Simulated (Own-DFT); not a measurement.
# Computed records: Si$_{3}$N$_{4}$ (beta silicon nitride, strained, atoms displaced)

All values are calculated (Own-DFT development build). A calculation, not a measurement: plane-wave PBE density functional theory by an unreviewed code, no spin, of a simulated periodic cell, stress positive in tension, free energy of the whole cell less one offset for each atom, forces on such cells passed a denser k mesh, this cell's mesh not checked; offsets are fitted by least squares, one for each functional and potential file, so energies compare only between cells with the same atoms and settings and are not formation energies; the far tail of each file's local potential was reset to the Coulomb form; each entry is a single point on an unrelaxed cell, so the pressure reflects the starting lattice, mostly measured values (interpolated for alloys), from which strain is counted, and rises with the displacements; printed positions are rounded, which can move forces by about a meV/angstrom; the program, named Own-DFT, is a retired in-house code; no spin-orbit coupling; before rounding, a Quantum ESPRESSO 7.3.1 run of the same cell and cutoff gave forces within 1 meV/angstrom rms on each cell, which checks the program and not the settings.

Common to all runs: functional PBE; potential files PseudoDojo norm-conserving, scalar-relativistic, standard set; wave cutoff 42 hartree; occupations Fermi-Dirac; smearing width 0.1 eV; k mesh 3 x 3 x 3 centred on Gamma.

(1) 
```cif
# cell vector a (Å): 7.5217 -0.1140 -0.1260
# cell vector b (Å): -3.8596 6.5921 0.0289
# cell vector c (Å): -0.1446 -0.0452 8.6942
data_Si3N4
_symmetry_space_group_name_H-M 'P 1'
_symmetry_Int_Tables_number 1
_cell_length_a 7.5236
_cell_length_b 7.6389
_cell_length_c 8.6955
_cell_angle_alpha 89.559
_cell_angle_beta 91.908
_cell_angle_gamma 121.216
_cell_volume 427.13
loop_
_atom_site_label
_atom_site_type_symbol
_atom_site_fract_x
_atom_site_fract_y
_atom_site_fract_z
_atom_site_occupancy
Si1 Si 0.18057 0.77408 0.06419 1
Si2 Si 0.22487 0.39721 0.07289 1
Si3 Si 0.58846 0.82186 0.07587 1
Si4 Si 0.83129 0.23771 0.25703 1
Si5 Si 0.78098 0.60162 0.24145 1
Si6 Si 0.41029 0.18280 0.24199 1
N1 N 0.33169 0.02661 0.07525 1
N2 N 0.96956 0.30646 0.09022 1
N3 N 0.71234 0.67552 0.08338 1
N4 N 0.67754 0.97045 0.25393 1
N5 N 0.02888 0.70377 0.24788 1
N6 N 0.31022 0.34969 0.24554 1
N7 N 0.34068 0.67191 0.08038 1
N8 N 0.67785 0.33748 0.24803 1
Si7 Si 0.16887 0.77829 0.41691 1
Si8 Si 0.22827 0.41196 0.41252 1
Si9 Si 0.60368 0.82315 0.42126 1
Si10 Si 0.82764 0.23042 0.59004 1
Si11 Si 0.77817 0.59702 0.57995 1
Si12 Si 0.39907 0.16693 0.58245 1
N9 N 0.33246 0.03263 0.41864 1
N10 N 0.95574 0.29862 0.40697 1
N11 N 0.70252 0.66577 0.41927 1
N12 N 0.67504 0.96116 0.58028 1
N13 N 0.04572 0.70414 0.57864 1
N14 N 0.31411 0.34239 0.58738 1
N15 N 0.32606 0.65364 0.41803 1
N16 N 0.66880 0.33645 0.57856 1
Si13 Si 0.17652 0.77357 0.74648 1
Si14 Si 0.23122 0.40101 0.74418 1
Si15 Si 0.59377 0.83252 0.75421 1
Si16 Si 0.83525 0.22059 0.90978 1
Si17 Si 0.76306 0.58918 0.91744 1
Si18 Si 0.40426 0.16840 0.91042 1
N17 N 0.32826 0.03517 0.75061 1
N18 N 0.96970 0.30987 0.74645 1
N19 N 0.68596 0.66388 0.75345 1
N20 N 0.66010 0.96163 0.91559 1
N21 N 0.03477 0.69460 0.92327 1
N22 N 0.30790 0.33318 0.91321 1
N23 N 0.34367 0.67916 0.73947 1
N24 N 0.66522 0.33587 0.91551 1
_calc_free_energy_of_cell_above_offsets '-1.157'  # eV
_calc_pressure 15.8  # GPa
_calc_stress_xx -13.69  # GPa
_calc_stress_yy -14.74  # GPa
_calc_stress_zz -18.95  # GPa
_calc_stress_yz -4.89  # GPa
_calc_stress_xz -9.45  # GPa
_calc_stress_xy -8.4  # GPa
```

Force:
| element | x (eV/Å) | y (eV/Å) | z (eV/Å) |
| --- | --- | --- | --- |
| Si | 3.221 | -0.337 | 8.78 |
| Si | 0.76 | 2.476 | 1.699 |
| Si | 3.279 | 1.001 | 3.781 |
| Si | -3.639 | -3.489 | -6.814 |
| Si | -2.603 | -2.048 | 2.825 |
| Si | 0.066 | 0.127 | 1.172 |
| N | -0.283 | 2.111 | 0.782 |
| N | 0.055 | -0.956 | -2.596 |
| N | -2.151 | 1.021 | -1.997 |
| N | -0.235 | -0.635 | -1.256 |
| N | 3.706 | 1.955 | -1.341 |
| N | 1.299 | -2.144 | 0.245 |
| N | -2.717 | -2.833 | -0.656 |
| N | -2.346 | 0.235 | -0.399 |
| Si | 3.611 | -1.65 | -2.593 |
| Si | 0.979 | -2.748 | 0.233 |
| Si | -1.427 | -1.645 | -2.97 |
| Si | -2.677 | -0.927 | -5.405 |
| Si | -1.641 | -0.549 | 1.712 |
| Si | 0.361 | 3.152 | 0.12 |
| N | -0.353 | 0.74 | -1.999 |
| N | 5.39 | 2.367 | 9.216 |
| N | 0.496 | 0.352 | -1.888 |
| N | 0.033 | 3.144 | 2.875 |
| N | -2.993 | -1.141 | 1.477 |
| N | -0.693 | -1.571 | -1.945 |
| N | -0.979 | 5.457 | -0.124 |
| N | 0.78 | -1.194 | 0.742 |
| Si | 1.533 | -1.056 | 1.805 |
| Si | 1.1 | 3.09 | 0.544 |
| Si | 2.559 | -1.891 | -3.246 |
| Si | -3.535 | 1.959 | 3.135 |
| Si | -0.053 | 0.632 | -0.313 |
| Si | 0.174 | 2.439 | 2.195 |
| N | -0.198 | -1.919 | -1.657 |
| N | 1.948 | 0.224 | 2.264 |
| N | 2.033 | 0.428 | -1.085 |
| N | 0.832 | 3.302 | 0.376 |
| N | -3.696 | -1.898 | -8.089 |
| N | -1.182 | -0.517 | -0.105 |
| N | -3.175 | -3.136 | 0.898 |
| N | 2.36 | -1.929 | -0.396 |

(2) 
```cif
# cell vector a (Å): 7.6617 -0.0990 -0.1076
# cell vector b (Å): -3.9166 6.5392 0.1079
# cell vector c (Å): -0.1235 0.0717 8.7652
data_Si3N4
_symmetry_space_group_name_H-M 'P 1'
_symmetry_Int_Tables_number 1
_cell_length_a 7.6631
_cell_length_b 7.6232
_cell_length_c 8.7664
_cell_angle_alpha 88.372
_cell_angle_beta 91.618
_cell_angle_gamma 121.666
_cell_volume 435.64
loop_
_atom_site_label
_atom_site_type_symbol
_atom_site_fract_x
_atom_site_fract_y
_atom_site_fract_z
_atom_site_occupancy
Si1 Si 0.17138 0.76504 0.08405 1
Si2 Si 0.23106 0.39513 0.08256 1
Si3 Si 0.59098 0.81174 0.09038 1
Si4 Si 0.83785 0.23333 0.25163 1
Si5 Si 0.76313 0.60612 0.24561 1
Si6 Si 0.39570 0.16179 0.25389 1
N1 N 0.32266 0.02510 0.08364 1
N2 N 0.98418 0.30195 0.07796 1
N3 N 0.69630 0.66624 0.09810 1
N4 N 0.66609 0.97126 0.25764 1
N5 N 0.02130 0.70701 0.25278 1
N6 N 0.32021 0.35154 0.25024 1
N7 N 0.34430 0.66923 0.09728 1
N8 N 0.66913 0.35072 0.25309 1
Si7 Si 0.17123 0.75779 0.41322 1
Si8 Si 0.22034 0.40719 0.41698 1
Si9 Si 0.58832 0.82868 0.41244 1
Si10 Si 0.83054 0.22630 0.58753 1
Si11 Si 0.76528 0.60074 0.57888 1
Si12 Si 0.41624 0.17343 0.57590 1
N9 N 0.33635 0.03021 0.43302 1
N10 N 0.96555 0.29307 0.41899 1
N11 N 0.69395 0.66533 0.41354 1
N12 N 0.66792 0.97164 0.59232 1
N13 N 0.02089 0.68828 0.58105 1
N14 N 0.30552 0.32207 0.58268 1
N15 N 0.34038 0.67141 0.41879 1
N16 N 0.66881 0.33831 0.59011 1
Si13 Si 0.17594 0.76859 0.75087 1
Si14 Si 0.22544 0.39543 0.75496 1
Si15 Si 0.60327 0.84121 0.75714 1
Si16 Si 0.81867 0.22786 0.91408 1
Si17 Si 0.76605 0.59545 0.91422 1
Si18 Si 0.39649 0.17006 0.91163 1
N17 N 0.33758 0.02633 0.75624 1
N18 N 0.96070 0.28373 0.74508 1
N19 N 0.69869 0.66104 0.74580 1
N20 N 0.67058 0.98332 0.92018 1
N21 N 0.04476 0.69742 0.92538 1
N22 N 0.30879 0.34323 0.91812 1
N23 N 0.32822 0.66660 0.74687 1
N24 N 0.66854 0.33967 0.91900 1
_calc_free_energy_of_cell_above_offsets '-1.565'  # eV
_calc_pressure 9.7  # GPa
_calc_stress_xx -4.92  # GPa
_calc_stress_yy -14.44  # GPa
_calc_stress_zz -9.75  # GPa
_calc_stress_yz 1.32  # GPa
_calc_stress_xz -7.77  # GPa
_calc_stress_xy -6.83  # GPa
```

Force:
| element | x (eV/Å) | y (eV/Å) | z (eV/Å) |
| --- | --- | --- | --- |
| Si | 2.258 | -0.385 | 3.157 |
| Si | 1.436 | 2.83 | 0.716 |
| Si | 0.125 | 3.765 | -0.219 |
| Si | -3.529 | 1.095 | -1.958 |
| Si | 3.367 | -2.982 | 6.92 |
| Si | 0.962 | 3.088 | 0.178 |
| N | -0.108 | 1.516 | 0.453 |
| N | -3.538 | -1.734 | 0.906 |
| N | -2.361 | 2.444 | -9.056 |
| N | 0.507 | 1.223 | -3.114 |
| N | 2.514 | 0.653 | -0.994 |
| N | -0.552 | -2.356 | 1.379 |
| N | -3.561 | -1.972 | -0.835 |
| N | 1.924 | -4.098 | -0.292 |
| Si | -0.841 | 0.883 | 2.129 |
| Si | 4.62 | -0.38 | 0.359 |
| Si | 3.003 | -0.49 | 3.577 |
| Si | -3.833 | 1.422 | -2.354 |
| Si | 0.712 | -1.615 | 0.179 |
| Si | -1.096 | 2.35 | 5.298 |
| N | -0.267 | -3.71 | -6.042 |
| N | 0.22 | 0.388 | 0.523 |
| N | -1.714 | 2.114 | -0.042 |
| N | 0.115 | -1.011 | -2.946 |
| N | 1.771 | 1.293 | 0.376 |
| N | -2.554 | 0.986 | 0.577 |
| N | -3.257 | -1.778 | -0.068 |
| N | 2.271 | -0.567 | -0.442 |
| Si | -0.312 | -1.367 | -0.392 |
| Si | 0.288 | 1.612 | -3.104 |
| Si | -0.534 | -3.521 | -0.325 |
| Si | 0.283 | 4.651 | 0.446 |
| Si | 1.502 | 0.368 | 1.413 |
| Si | 1.201 | 1.349 | 1.764 |
| N | -0.606 | 0.847 | -1.748 |
| N | 2.069 | 1.413 | 3.486 |
| N | -2.019 | 2.67 | 1.375 |
| N | 0.328 | -5.493 | 1.237 |
| N | -3.78 | -1.54 | -3.513 |
| N | 1.234 | -1.668 | 0.385 |
| N | 1.639 | -0.627 | 0.511 |
| N | 0.112 | -1.668 | 0.101 |

(3) 
```cif
# cell vector a (Å): 7.7051 -0.1112 0.0357
# cell vector b (Å): -3.9489 6.5306 -0.0244
# cell vector c (Å): 0.0409 -0.0086 8.6844
data_Si3N4
_symmetry_space_group_name_H-M 'P 1'
_symmetry_Int_Tables_number 1
_cell_length_a 7.7060
_cell_length_b 7.6317
_cell_length_c 8.6845
_cell_angle_alpha 90.371
_cell_angle_beta 89.464
_cell_angle_gamma 121.988
_cell_volume 433.17
loop_
_atom_site_label
_atom_site_type_symbol
_atom_site_fract_x
_atom_site_fract_y
_atom_site_fract_z
_atom_site_occupancy
Si1 Si 0.17994 0.77366 0.07339 1
Si2 Si 0.22551 0.40979 0.08371 1
Si3 Si 0.60484 0.84145 0.08394 1
Si4 Si 0.82940 0.23544 0.24794 1
Si5 Si 0.77588 0.59205 0.25173 1
Si6 Si 0.40299 0.18058 0.24253 1
N1 N 0.33235 0.02759 0.08150 1
N2 N 0.96897 0.30691 0.08610 1
N3 N 0.68328 0.67046 0.08685 1
N4 N 0.66501 0.95880 0.23978 1
N5 N 0.02894 0.69124 0.25196 1
N6 N 0.30647 0.33307 0.25407 1
N7 N 0.34461 0.66739 0.08653 1
N8 N 0.66725 0.33464 0.25224 1
Si7 Si 0.16933 0.76415 0.41195 1
Si8 Si 0.23068 0.39800 0.41217 1
Si9 Si 0.60048 0.83174 0.42048 1
Si10 Si 0.83138 0.22698 0.58088 1
Si11 Si 0.76240 0.59556 0.57951 1
Si12 Si 0.40044 0.17018 0.58956 1
N9 N 0.33106 0.03709 0.41100 1
N10 N 0.96943 0.30268 0.41271 1
N11 N 0.69473 0.67547 0.41604 1
N12 N 0.67048 0.96849 0.58082 1
N13 N 0.02672 0.69477 0.58014 1
N14 N 0.29835 0.33258 0.57905 1
N15 N 0.34096 0.66096 0.41440 1
N16 N 0.66656 0.32949 0.58409 1
Si13 Si 0.18062 0.76995 0.73533 1
Si14 Si 0.23226 0.39541 0.74979 1
Si15 Si 0.60943 0.84791 0.74616 1
Si16 Si 0.81811 0.23138 0.91440 1
Si17 Si 0.76476 0.59479 0.90765 1
Si18 Si 0.40847 0.17644 0.91103 1
N17 N 0.34022 0.03361 0.73758 1
N18 N 0.96412 0.29229 0.75465 1
N19 N 0.69401 0.66411 0.74938 1
N20 N 0.66869 0.96846 0.90008 1
N21 N 0.02939 0.70949 0.92218 1
N22 N 0.28868 0.31540 0.91486 1
N23 N 0.32314 0.66427 0.74643 1
N24 N 0.65987 0.34261 0.92477 1
_calc_free_energy_of_cell_above_offsets '-2.640'  # eV
_calc_pressure 10.68  # GPa
_calc_stress_xx -1.32  # GPa
_calc_stress_yy -15.22  # GPa
_calc_stress_zz -15.5  # GPa
_calc_stress_yz -1.85  # GPa
_calc_stress_xz 0.03  # GPa
_calc_stress_xy -5.06  # GPa
```

Force:
| element | x (eV/Å) | y (eV/Å) | z (eV/Å) |
| --- | --- | --- | --- |
| Si | 1.241 | -2.733 | 2.695 |
| Si | 2.742 | -0.508 | 0.017 |
| Si | 0.066 | -4.82 | -4.632 |
| Si | -2.271 | -0.968 | 0.828 |
| Si | -3.431 | 1.53 | -1.155 |
| Si | 1.3 | -0.635 | 1.511 |
| N | 0.205 | 2.111 | -1.072 |
| N | -0.425 | -0.557 | -2.043 |
| N | 3.552 | -1.058 | -1.11 |
| N | 0.176 | 5.819 | 5.969 |
| N | 0.84 | 0.714 | -2.03 |
| N | -1.211 | -0.347 | -2.915 |
| N | -3.202 | 1.317 | -0.975 |
| N | 0.723 | -1.095 | -0.346 |
| Si | 2.788 | 0.661 | 0.612 |
| Si | -0.469 | 1.575 | 1.139 |
| Si | -1.029 | -2.242 | -3.344 |
| Si | -2.023 | 2.559 | 0.647 |
| Si | 0.538 | -0.865 | -0.007 |
| Si | 0.159 | 3.574 | -6.521 |
| N | -0.146 | -1.398 | 0.848 |
| N | 0.654 | -0.354 | 0.366 |
| N | 2.471 | -0.807 | 0.118 |
| N | 0.261 | 1.66 | -0.41 |
| N | -0.62 | 0.152 | -0.504 |
| N | 1.124 | -1.593 | 1.051 |
| N | -2.691 | 1.187 | 0.221 |
| N | 0.425 | 0.366 | 0.055 |
| Si | -1.014 | -1.272 | 2.699 |
| Si | -1.751 | 1.89 | -0.134 |
| Si | -0.861 | -7.794 | -2.525 |
| Si | -0.514 | 1.705 | 1.014 |
| Si | -0.435 | 2.548 | 3.544 |
| Si | -1.53 | -0.931 | 0.754 |
| N | -0.194 | -2.41 | 5.095 |
| N | 0.859 | 0.58 | -1.64 |
| N | -1.364 | 1.646 | -1.377 |
| N | -0.317 | 3.27 | 6.873 |
| N | -0.2 | -0.415 | -3.539 |
| N | -0.196 | 0.063 | 0.573 |
| N | 2.755 | 0.201 | 0.206 |
| N | 3.012 | -2.327 | -0.555 |

(4) 
```cif
# cell vector a (Å): 7.5353 -0.0921 -0.0416
# cell vector b (Å): -3.8474 6.5720 0.0695
# cell vector c (Å): -0.0478 0.0645 8.8859
data_Si3N4
_symmetry_space_group_name_H-M 'P 1'
_symmetry_Int_Tables_number 1
_cell_length_a 7.5360
_cell_length_b 7.6157
_cell_length_c 8.8863
_cell_angle_alpha 88.963
_cell_angle_beta 90.630
_cell_angle_gamma 121.047
_cell_volume 436.86
loop_
_atom_site_label
_atom_site_type_symbol
_atom_site_fract_x
_atom_site_fract_y
_atom_site_fract_z
_atom_site_occupancy
Si1 Si 0.18325 0.77740 0.08352 1
Si2 Si 0.22912 0.40296 0.08621 1
Si3 Si 0.59126 0.82136 0.08386 1
Si4 Si 0.82330 0.23345 0.25617 1
Si5 Si 0.75907 0.58500 0.24305 1
Si6 Si 0.40096 0.16321 0.24531 1
N1 N 0.34783 0.03817 0.09269 1
N2 N 0.97720 0.29815 0.08593 1
N3 N 0.70939 0.67373 0.08933 1
N4 N 0.65735 0.96596 0.25397 1
N5 N 0.05401 0.70875 0.25570 1
N6 N 0.30825 0.33710 0.25656 1
N7 N 0.34487 0.66011 0.07738 1
N8 N 0.66651 0.32549 0.25246 1
Si7 Si 0.17212 0.77865 0.42380 1
Si8 Si 0.22013 0.40068 0.41674 1
Si9 Si 0.58125 0.82734 0.41612 1
Si10 Si 0.82924 0.23052 0.59089 1
Si11 Si 0.77907 0.60428 0.59098 1
Si12 Si 0.40574 0.17367 0.58754 1
N9 N 0.33274 0.03075 0.41997 1
N10 N 0.97017 0.29583 0.42394 1
N11 N 0.69511 0.65795 0.41337 1
N12 N 0.66670 0.97687 0.58167 1
N13 N 0.03616 0.70690 0.58155 1
N14 N 0.30924 0.33751 0.57768 1
N15 N 0.33740 0.67496 0.41261 1
N16 N 0.66532 0.32750 0.59111 1
Si13 Si 0.16535 0.76743 0.74543 1
Si14 Si 0.22264 0.40061 0.75047 1
Si15 Si 0.61291 0.84105 0.75171 1
Si16 Si 0.83254 0.24200 0.92145 1
Si17 Si 0.77667 0.59815 0.91956 1
Si18 Si 0.41108 0.16794 0.91768 1
N17 N 0.34323 0.03788 0.75489 1
N18 N 0.97316 0.30333 0.74516 1
N19 N 0.69395 0.65475 0.74587 1
N20 N 0.65969 0.95012 0.91693 1
N21 N 0.02884 0.69532 0.91379 1
N22 N 0.29157 0.32057 0.92527 1
N23 N 0.33062 0.65528 0.75136 1
N24 N 0.66842 0.33265 0.90951 1
_calc_free_energy_of_cell_above_offsets '-2.515'  # eV
_calc_pressure 8.33  # GPa
_calc_stress_xx -12.72  # GPa
_calc_stress_yy -10.27  # GPa
_calc_stress_zz -1.99  # GPa
_calc_stress_yz 1.12  # GPa
_calc_stress_xz -1.54  # GPa
_calc_stress_xy -9.41  # GPa
```

Force:
| element | x (eV/Å) | y (eV/Å) | z (eV/Å) |
| --- | --- | --- | --- |
| Si | 1.327 | -2.091 | 0.791 |
| Si | 3.276 | 0.03 | 0.386 |
| Si | 2.205 | 1.092 | 1.574 |
| Si | 1.741 | -1.179 | -0.28 |
| Si | 1.995 | 0.751 | 4.381 |
| Si | -1.035 | 3.227 | 5.069 |
| N | -0.333 | -2.63 | -4.593 |
| N | -3.57 | -1.219 | 0.546 |
| N | -0.295 | 0.406 | -3.109 |
| N | 0.847 | 1.256 | -1.962 |
| N | -3.292 | -1.689 | -2.36 |
| N | -0.188 | -1.019 | -1.277 |
| N | -4.43 | 0.19 | 0.217 |
| N | -0.902 | 1.314 | -0.594 |
| Si | 2.958 | -1.114 | -2.087 |
| Si | 3.907 | 2.498 | 0.084 |
| Si | 4.505 | 0.081 | 0.86 |
| Si | -2.166 | 0.892 | -2.271 |
| Si | -2.052 | -3.366 | -3.805 |
| Si | -0.397 | 1.148 | -1.35 |
| N | -0.21 | 1.611 | 0.266 |
| N | -2.584 | -0.903 | -0.895 |
| N | -0.268 | 1.489 | 0.773 |
| N | 0.729 | -2.014 | 0.619 |
| N | -0.631 | -0.182 | 1.305 |
| N | -1.058 | -0.778 | 1.934 |
| N | -3.774 | -3.495 | 0.794 |
| N | 1.517 | 2.177 | -0.234 |
| Si | 4.11 | 0.392 | 1.585 |
| Si | 4.754 | 0.564 | -0.189 |
| Si | -1.613 | -4.303 | -2.204 |
| Si | 0.6 | -1.923 | -0.917 |
| Si | -3.067 | -1.109 | -0.375 |
| Si | -2.33 | 1.64 | 0.702 |
| N | -1.033 | -2.782 | -0.443 |
| N | -2.05 | -1.331 | 2.918 |
| N | -0.757 | 2.392 | 2.586 |
| N | 0.732 | 4.934 | 1.001 |
| N | 2.042 | 1.596 | 1.147 |
| N | 0.861 | -0.795 | -1.444 |
| N | -0.941 | 3.27 | -0.242 |
| N | 0.87 | 0.974 | 1.093 |
